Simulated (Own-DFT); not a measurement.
# Computed records: GaP (zincblende, atoms displaced)

All values are calculated (Own-DFT development build). A calculation, not a measurement: plane-wave PBE density functional theory by an unreviewed code, no spin, of a simulated periodic cell, stress positive in tension, free energy of the whole cell less one offset for each atom, forces on such cells passed a denser k mesh, this cell's mesh not checked; offsets are fitted by least squares, one for each functional and potential file, so energies compare only between cells with the same atoms and settings and are not formation energies; the far tail of each file's local potential was reset to the Coulomb form; each entry is a single point on an unrelaxed cell, so the pressure reflects the starting lattice, mostly measured values (interpolated for alloys), from which strain is counted, and rises with the displacements; printed positions are rounded, which can move forces by about a meV/angstrom; the program, named Own-DFT, is a retired in-house code; no spin-orbit coupling.

Settings shared by all entries: functional PBE; potential files PseudoDojo norm-conserving, scalar-relativistic, standard set; wave cutoff 42 hartree; occupations Fermi-Dirac; smearing width 0.1 eV; hardware one NVIDIA H100; k mesh 3 x 3 x 3 centred on Gamma.

(1) GaP (zincblende, atoms displaced)

```
GaP
1.0
     10.9010     0.0000     0.0000
      0.0000    10.9010     0.0000
      0.0000     0.0000    10.9010
Ga P Ga P Ga P Ga P Ga P Ga P Ga P Ga P
4 4 4 4 4 4 4 4 4 4 4 4 4 4 4 4
Direct
  0.00575 0.97831 0.96945
  0.98042 0.23163 0.25844
  0.24465 0.99712 0.23467
  0.25095 0.23514 0.98994
  0.10296 0.11340 0.11169
  0.13922 0.37761 0.38507
  0.37913 0.11659 0.38202
  0.36295 0.34657 0.15243
  0.00923 0.98420 0.50157
  0.00120 0.24746 0.74372
  0.24942 0.96662 0.75866
  0.23671 0.26422 0.50126
  0.12173 0.15527 0.60631
  0.14267 0.37053 0.86478
  0.38939 0.12140 0.87488
  0.36943 0.35880 0.60000
  0.96942 0.49816 0.99575
  0.98690 0.75285 0.26709
  0.24575 0.50782 0.23866
  0.25539 0.76410 0.99921
  0.13281 0.62130 0.14361
  0.12537 0.84277 0.35780
  0.39960 0.62531 0.35602
  0.38013 0.88818 0.13535
  0.00864 0.50269 0.51029
  0.00385 0.74745 0.76408
  0.25609 0.46864 0.74463
  0.25462 0.74080 0.51060
  0.11670 0.59867 0.60886
  0.13159 0.86508 0.87827
  0.38684 0.64683 0.87227
  0.36546 0.86966 0.62539
  0.49948 0.98785 0.98317
  0.49031 0.26057 0.24507
  0.77064 0.99824 0.26252
  0.72455 0.24354 0.98685
  0.64400 0.10970 0.13080
  0.61910 0.35615 0.36958
  0.86282 0.12996 0.36573
  0.88124 0.37629 0.13195
  0.50440 0.99854 0.51776
  0.48676 0.24763 0.75374
  0.74870 0.99208 0.74983
  0.76454 0.25550 0.50627
  0.63277 0.11965 0.61931
  0.62243 0.38584 0.86520
  0.88415 0.10560 0.88021
  0.88507 0.36745 0.62029
  0.51660 0.50500 0.97187
  0.50950 0.75733 0.25386
  0.76055 0.51065 0.25208
  0.71107 0.75339 0.99500
  0.59980 0.59563 0.12195
  0.61292 0.86194 0.36035
  0.86177 0.63074 0.38210
  0.88742 0.88740 0.13246
  0.49441 0.49900 0.51565
  0.50009 0.76414 0.75454
  0.75197 0.48945 0.75616
  0.75191 0.75986 0.48007
  0.62919 0.60848 0.60123
  0.63426 0.86300 0.88702
  0.85491 0.62811 0.85757
  0.88081 0.87558 0.62469
```

Results for GaP (zincblende, atoms displaced): free energy of cell above offsets -11.394 eV; pressure 8.19 GPa; stress xx -8.71 GPa; stress yy -8.01 GPa; stress zz -7.84 GPa; stress yz 0.63 GPa; stress xz -2.14 GPa; stress xy -1.07 GPa; wall time 559.7 s.

Force:
```tsv
element	x (eV/Å)	y (eV/Å)	z (eV/Å)
Ga	-1.137	1.24	3.7
Ga	3.554	2.582	-2.296
Ga	-1.104	1.23	1.798
Ga	-0.339	0.256	1.655
P	1.142	0.254	0.101
P	-3.218	1.971	-3.458
P	-0.922	0.329	-0.335
P	-4.264	3.612	-5.392
Ga	0.846	1.368	-1.259
Ga	0.106	-0.507	1.448
Ga	0.793	3.943	-1.279
Ga	2.213	-2.821	-2.173
P	-1.397	-5.123	2.051
P	-3.103	-1.076	2.442
P	-2.065	-1.327	-0.157
P	2.654	1.446	3.48
Ga	2.303	0.923	-0.353
Ga	-1.678	-2.153	-2.766
Ga	3.038	-2.732	2.801
Ga	1.176	-1.952	2.615
P	-3.62	3.092	-4.028
P	3.126	3.588	3.232
P	-2.467	-1.322	2.389
P	0.841	-1.407	-2.061
Ga	-5.119	-4.327	-5.465
Ga	-0.36	-1.25	-2.287
Ga	1.427	2.872	-1.821
Ga	-0.514	-1.519	-2.219
P	5.736	5.813	6.449
P	-0.262	-1.722	-0.784
P	-1.698	-2.464	0.245
P	1.585	0.179	-0.146
Ga	0.939	0.696	2.499
Ga	4.287	-4.888	2.77
Ga	-2.608	-1.835	-1.634
Ga	1.744	-0.437	1.413
P	-2.329	0.7	-1.027
P	1.582	2.134	1.529
P	0.47	-0.872	4.791
P	-1.526	-0.919	-0.232
Ga	-1.089	-0.474	-1.991
Ga	1.409	0.782	-2.185
Ga	0.552	0.432	0.139
Ga	-2.02	-0.79	-1.532
P	0.267	0.828	1.647
P	0.043	-3.661	-1.04
P	-1.884	2.61	-1.972
P	-0.524	1.617	1.412
Ga	-3.659	0.651	0.943
Ga	-2.738	-2.899	-4.463
Ga	-1.753	-1.709	-0.596
Ga	5.54	-6.872	7.013
P	2.446	2.837	2.025
P	4.115	4.934	3.896
P	2.337	-1.701	-0.302
P	-0.606	-1.978	-1.455
Ga	-0.556	-1.09	-3.217
Ga	1.267	-0.893	-1.75
Ga	0.338	0.369	-3.58
Ga	-1.297	0.504	2.169
P	1.696	2.459	2.952
P	-4.07	6.437	-7.085
P	0.971	0.953	2.379
P	-0.613	-0.922	0.356
```

(2) GaP (zincblende, atoms displaced)

```
GaP
1.0
     10.9010     0.0000     0.0000
      0.0000    10.9010     0.0000
      0.0000     0.0000    10.9010
Ga P Ga P Ga P Ga P Ga P Ga P Ga P Ga P
4 4 4 4 4 4 4 4 4 4 4 4 4 4 4 4
Direct
  0.98213 0.01268 0.01497
  0.99784 0.26332 0.24156
  0.23867 0.98559 0.24314
  0.24854 0.22968 0.00105
  0.11228 0.11615 0.13261
  0.13806 0.35624 0.38431
  0.36994 0.13909 0.38774
  0.39081 0.37105 0.11796
  0.00616 0.01016 0.49371
  0.99647 0.24874 0.73040
  0.25521 0.01319 0.75312
  0.24669 0.24308 0.50158
  0.13395 0.12742 0.63267
  0.13210 0.35544 0.88691
  0.37869 0.14704 0.87582
  0.36923 0.36597 0.62125
  0.01805 0.50737 0.97872
  0.99576 0.74712 0.23760
  0.24328 0.48397 0.26395
  0.25196 0.74873 0.00989
  0.12610 0.63070 0.11713
  0.13618 0.86200 0.38481
  0.36578 0.63204 0.39465
  0.38493 0.88825 0.13698
  0.98411 0.49472 0.49620
  0.99186 0.74606 0.74636
  0.23964 0.49701 0.77511
  0.26246 0.74972 0.47235
  0.13265 0.62981 0.61238
  0.11130 0.86687 0.86877
  0.38177 0.64079 0.88493
  0.36882 0.85940 0.64064
  0.48142 0.00525 0.00155
  0.52563 0.25931 0.26024
  0.77310 0.00139 0.24691
  0.73626 0.25354 0.00763
  0.63180 0.13159 0.10516
  0.63788 0.37162 0.38472
  0.85524 0.11275 0.39261
  0.89024 0.36440 0.13431
  0.51071 0.01192 0.50182
  0.49929 0.24463 0.74151
  0.74297 0.98234 0.76917
  0.74910 0.25588 0.48614
  0.64342 0.11447 0.63910
  0.63746 0.35727 0.87019
  0.86556 0.14951 0.89951
  0.89927 0.38058 0.60949
  0.50705 0.49797 0.98747
  0.50239 0.72967 0.25952
  0.74422 0.49516 0.24220
  0.77852 0.72373 0.98192
  0.65111 0.63062 0.10274
  0.58973 0.87953 0.37583
  0.87592 0.61011 0.36266
  0.86255 0.87603 0.13059
  0.51385 0.49796 0.48125
  0.49692 0.78157 0.73119
  0.76722 0.51657 0.74967
  0.76693 0.74276 0.49959
  0.60469 0.62850 0.59949
  0.61446 0.87755 0.86546
  0.88870 0.63553 0.89850
  0.87423 0.87104 0.59281
```

It finds free energy of cell above offsets -11.788 eV; pressure 7.72 GPa; stress xx -8.28 GPa; stress yy -7.99 GPa; stress zz -6.89 GPa; stress yz 0.55 GPa; stress xz 0.83 GPa; stress xy 3.35 GPa; wall time 542.2 s.

Force:
```tsv
element	x (eV/Å)	y (eV/Å)	z (eV/Å)
Ga	0.184	-1.348	-1.695
Ga	3.02	-3.511	4.02
Ga	0.47	1.22	1.345
Ga	-0.299	0.928	2.468
P	1.327	0.704	0.304
P	-3.273	1.609	-1.172
P	1.832	-2.036	-2.187
P	-0.849	0.08	1.27
Ga	0.929	-0.755	0.714
Ga	0.202	-0.409	2.555
Ga	0.12	-1.875	0.95
Ga	0.743	0.059	1.843
P	-1.304	-0.705	-1.067
P	-1.482	0.723	-1.436
P	0.09	-2.565	-0.526
P	0.766	1.623	0.585
Ga	0.675	-1.964	2.239
Ga	0.326	0.028	0.964
Ga	1.238	1.155	-1.57
Ga	0.578	1.783	-0.761
P	0.001	-1.592	1.549
P	-3.277	2.434	-2.511
P	4.92	-6.898	-5.373
P	-0.592	-2.279	-0.336
Ga	4.877	3.387	-3.021
Ga	0.743	0.458	-1.874
Ga	1.46	0.939	-1.656
Ga	-2.77	3.645	6.8
P	-0.927	-1.084	0.913
P	0.88	1.824	1.321
P	0.16	-0.929	-1.205
P	-5.791	5.123	-5.226
Ga	1.381	0.612	-0.751
Ga	-2.208	-1.686	-1.648
Ga	-4.101	0.784	0.681
Ga	2.327	2.629	0.218
P	-2.076	-3.032	4.016
P	-0.885	2.268	-2.385
P	2.221	0.916	-1.333
P	-3.954	4.054	-3.916
Ga	-1.632	0.507	1.313
Ga	1.129	0.632	-0.882
Ga	3.22	2.262	-1.721
Ga	1.568	-1.595	4.117
P	-0.874	1.372	-1.153
P	-1.027	3.034	-1.596
P	1.677	-2.386	-3.286
P	-4.7	-2.733	3.39
Ga	0.404	0.093	-0.143
Ga	0.108	0.808	-1.201
Ga	1.047	-0.203	-0.526
Ga	-9.366	9.636	6.652
P	-3.022	-1.588	2.289
P	3.604	-0.93	-1.094
P	-0.256	1.23	-0.107
P	1.504	-1.943	-1.95
Ga	-2.77	-0.881	1.214
Ga	4.65	-5.304	3.469
Ga	-1.329	-1.039	-0.536
Ga	-3.102	-1.624	-2.234
P	2.811	1.49	2.819
P	-0.397	-1.862	3.209
P	7.693	-7.011	-9.248
P	1.378	1.723	4.1
```

(3) GaP (zincblende, atoms displaced)

```
GaP
1.0
     10.9010     0.0000     0.0000
      0.0000    10.9010     0.0000
      0.0000     0.0000    10.9010
Ga P Ga P Ga P Ga P Ga P Ga P Ga P Ga P
4 4 4 4 4 4 4 4 4 4 4 4 4 4 4 4
Direct
  0.99468 0.00788 0.00750
  0.00549 0.25940 0.26640
  0.24681 0.99587 0.26048
  0.23584 0.26668 0.99082
  0.11283 0.12314 0.11959
  0.11943 0.37631 0.37824
  0.37669 0.12038 0.35856
  0.39118 0.38188 0.14109
  0.99109 0.99215 0.49385
  0.00064 0.25592 0.74965
  0.25518 0.00609 0.74834
  0.27264 0.24411 0.49026
  0.11797 0.11434 0.65514
  0.13558 0.36578 0.88913
  0.37117 0.12278 0.86034
  0.40307 0.36045 0.65153
  0.97908 0.48493 0.00936
  0.01213 0.75199 0.25411
  0.24775 0.49834 0.26247
  0.21937 0.76682 0.99464
  0.10925 0.63775 0.11123
  0.13930 0.88397 0.36576
  0.39073 0.64027 0.39537
  0.35332 0.90462 0.11763
  0.01281 0.51703 0.51928
  0.99432 0.75192 0.75337
  0.22201 0.50116 0.75994
  0.25118 0.74846 0.50532
  0.14001 0.60618 0.63884
  0.13857 0.87427 0.87811
  0.37875 0.62663 0.87666
  0.35664 0.89563 0.62088
  0.50222 0.00824 0.00851
  0.49093 0.25820 0.24714
  0.74175 0.01858 0.26170
  0.76128 0.25437 0.99713
  0.61201 0.12722 0.13249
  0.61849 0.38009 0.37779
  0.87805 0.09628 0.40020
  0.86638 0.36316 0.13291
  0.50309 0.00621 0.51006
  0.48355 0.26340 0.77530
  0.74764 0.00908 0.73735
  0.75994 0.24132 0.50694
  0.61105 0.10472 0.63803
  0.63570 0.36432 0.90722
  0.85528 0.09810 0.89135
  0.86111 0.36845 0.63002
  0.48225 0.49298 0.97394
  0.51429 0.72725 0.23933
  0.74465 0.50314 0.22059
  0.74562 0.76195 0.99950
  0.64161 0.60172 0.11160
  0.65015 0.89257 0.38600
  0.87080 0.63018 0.38308
  0.87660 0.86495 0.12834
  0.49622 0.50579 0.49906
  0.50402 0.75713 0.74290
  0.74867 0.51600 0.75520
  0.74844 0.72925 0.50251
  0.61888 0.61196 0.61790
  0.61981 0.88067 0.86723
  0.86401 0.62874 0.88927
  0.86706 0.87828 0.61238
```

It finds free energy of cell above offsets -13.033 eV; pressure 7.83 GPa; stress xx -7.29 GPa; stress yy -7.84 GPa; stress zz -8.34 GPa; stress yz 3.12 GPa; stress xz -4.09 GPa; stress xy 2.76 GPa; wall time 573.4 s.

Force:
```tsv
element	x (eV/Å)	y (eV/Å)	z (eV/Å)
Ga	-0.141	-2.468	-0.315
Ga	-1.45	-2.535	-1.281
Ga	0.865	2.958	-2.491
Ga	6.021	-6.148	5.93
P	1.561	1.888	1.767
P	1.498	1.078	2.176
P	0.864	0.191	1.453
P	-3.403	2.057	-2.984
Ga	5.354	-2.901	3.485
Ga	-0.829	-0.553	1.009
Ga	-1.057	-0.842	1.416
Ga	-1.028	0.351	1.769
P	-0.922	0.946	-3.537
P	-6.857	5.29	-4.773
P	0.232	0.535	3.626
P	-5.167	5.299	-6.697
Ga	1.359	1.042	-0.64
Ga	-1.298	0.144	0.456
Ga	0.515	1.212	-0.915
Ga	4.891	-3.724	4.244
P	0.689	-2.463	1.189
P	-3.06	-3.027	3.357
P	-1.572	-0.369	-2.084
P	1.459	-3.153	-0.712
Ga	-2.752	-2.079	-2.107
Ga	0.147	0.41	0.094
Ga	5.315	-3.35	3.783
Ga	-0.295	0.838	0.242
P	-2.234	5.701	-3.058
P	-4.421	4.308	-4.907
P	-2.291	1.803	-1.408
P	1.996	-2.543	-0.804
Ga	-0.926	-0.514	-1.526
Ga	2.088	-1.614	1.834
Ga	1.037	-0.6	-1.937
Ga	0.548	-3.423	1.671
P	1.785	1.15	0.007
P	1.208	-0.712	-0.55
P	-2.937	6.184	-4.397
P	1.329	-0.392	1.101
Ga	-1.067	-1.493	-2.609
Ga	5.406	-3.74	3.776
Ga	1.036	-2	1.133
Ga	-2.068	-0.708	-0.466
P	0.214	4.614	0.234
P	-2.637	2.445	-3.995
P	0.639	2.2	-1.309
P	1.65	1.787	0.913
Ga	1.675	-1.132	2.593
Ga	0.128	1.959	0.193
Ga	2.894	-2.999	5.959
Ga	-0.626	0.041	0.29
P	-4.843	4.603	-3.917
P	-2.683	-2.716	0.609
P	2.218	-1.692	-1.824
P	-0.258	1.668	0.661
Ga	-0.096	-2.616	0.779
Ga	-0.998	-0.361	-0.373
Ga	-0.44	-1.652	0.289
Ga	-0.798	2.314	0.548
P	0.507	1.681	1.661
P	0.441	0.106	0.856
P	1.301	-0.327	-1.115
P	0.282	-1.957	1.626
```

(4) GaP (zincblende, atoms displaced)

```
GaP
1.0
     10.9010     0.0000     0.0000
      0.0000    10.9010     0.0000
      0.0000     0.0000    10.9010
Ga P Ga P Ga P Ga P Ga P Ga P Ga P Ga P
4 4 4 4 4 4 4 4 4 4 4 4 4 4 4 4
Direct
  0.02550 0.02686 0.01101
  0.00193 0.25272 0.25440
  0.24902 0.02404 0.25577
  0.25144 0.24789 0.00501
  0.13000 0.10567 0.13037
  0.13141 0.36382 0.37303
  0.36135 0.11435 0.36870
  0.38886 0.37897 0.13681
  0.97738 0.99595 0.51086
  0.00397 0.23640 0.76167
  0.22658 0.00438 0.72713
  0.24539 0.26262 0.48519
  0.12400 0.14680 0.62315
  0.14035 0.36827 0.87405
  0.39245 0.12274 0.89920
  0.38059 0.40458 0.63936
  0.02042 0.51178 0.02567
  0.99088 0.73821 0.25158
  0.24413 0.52195 0.25334
  0.21494 0.72370 0.00292
  0.13955 0.62818 0.12035
  0.13132 0.87040 0.36854
  0.38078 0.63592 0.37659
  0.40352 0.85549 0.12536
  0.01249 0.48875 0.48618
  0.98726 0.73961 0.75796
  0.24887 0.51589 0.73687
  0.26295 0.71830 0.48205
  0.12743 0.61772 0.62882
  0.12581 0.89828 0.86494
  0.36221 0.63287 0.86676
  0.38385 0.86654 0.63005
  0.50681 0.03210 0.01293
  0.48762 0.24749 0.24910
  0.75113 0.00410 0.24358
  0.74612 0.24424 0.00252
  0.61690 0.15571 0.14473
  0.63589 0.37107 0.38347
  0.87694 0.12912 0.37982
  0.85958 0.36260 0.15157
  0.51001 0.99529 0.50901
  0.51405 0.25155 0.75284
  0.73710 0.98925 0.74542
  0.75218 0.22901 0.49371
  0.63850 0.11854 0.61453
  0.60460 0.39083 0.86935
  0.87235 0.10127 0.87402
  0.87733 0.37594 0.60743
  0.50496 0.47068 0.99551
  0.49163 0.74225 0.25817
  0.73280 0.50750 0.22604
  0.73137 0.75252 0.01660
  0.63492 0.60653 0.11256
  0.62465 0.87885 0.38820
  0.88282 0.63245 0.38026
  0.86872 0.86236 0.10680
  0.49445 0.46900 0.52368
  0.50209 0.76406 0.74512
  0.76549 0.50512 0.75510
  0.76412 0.77105 0.52049
  0.62593 0.60993 0.60776
  0.59672 0.84152 0.89585
  0.88537 0.64287 0.86401
  0.88809 0.86676 0.61551
```

Results for GaP (zincblende, atoms displaced): free energy of cell above offsets -6.349 eV; pressure 9.52 GPa; stress xx -9.86 GPa; stress yy -7.39 GPa; stress zz -11.31 GPa; stress yz 2.17 GPa; stress xz -0.26 GPa; stress xy -0.69 GPa; wall time 566.8 s.

Force:
```tsv
element	x (eV/Å)	y (eV/Å)	z (eV/Å)
Ga	-5.285	-4.804	-5.423
Ga	0.118	-1.24	-0.202
Ga	-0.855	-6.097	-1.057
Ga	0.946	0.224	0.498
P	1.87	6.136	2.84
P	-1.054	3.07	-2.92
P	4.047	3.17	4.033
P	-3.081	0.857	-0.417
Ga	3.631	2.312	-2.694
Ga	-1.27	1.717	0.144
Ga	2.936	-0.4	0.025
Ga	3.104	-1.931	2.866
P	-0.249	-1.109	-1.496
P	-1.234	0.895	0.3
P	-3.515	2.261	-4.671
P	-4.439	-6.42	3.328
Ga	-3.009	-3.352	-2.976
Ga	1.042	1.976	-0.918
Ga	2.021	-2.187	0.966
Ga	6.991	7.783	-8.54
P	-4.85	-3.136	8.478
P	-0.561	0.247	0.552
P	3.143	-6.144	-1.957
P	-2.638	2.486	-1.709
Ga	-1.003	1.288	1.015
Ga	5.494	4.795	-4.521
Ga	0.306	-1.073	3.138
Ga	-4.941	4.912	4.773
P	-2.047	1.71	-2.588
P	-1.251	-2.455	1.698
P	0.66	-0.37	1.214
P	-2.608	1.955	-2.121
Ga	2.353	-4.186	2.641
Ga	-0.862	1.282	3.81
Ga	-0.189	-0.498	0.354
Ga	0.263	0.675	-0.95
P	3.153	-3.338	-1.946
P	-1.671	0.056	-0.637
P	1.231	-1.876	-1.723
P	1.44	0.689	-2.325
Ga	-2.017	-0.046	-0.234
Ga	-1.21	-1.117	-0.538
Ga	0.448	-1.809	1.093
Ga	0.122	3.107	0.395
P	-1.739	0.645	1.922
P	6.299	-2.808	-3.53
P	-0.121	1.531	0.808
P	-0.046	-1.048	1.779
Ga	-3.732	4.478	3.387
Ga	3.196	0.881	-0.355
Ga	3.647	-2.908	6.091
Ga	1.078	-0.684	-1.815
P	-5.037	2.558	-2.275
P	1.205	-0.972	-1.751
P	-1.655	-1.705	0.326
P	1.933	2.191	1.924
Ga	5.628	3.444	-6.743
Ga	0.19	-3.595	-0.513
Ga	-0.827	-0.283	-1.261
Ga	-4.22	-3.964	-3.671
P	1.032	2.134	1.732
P	1.389	4.104	0.384
P	-4.487	-4.853	6.354
P	0.788	0.838	5.607
```
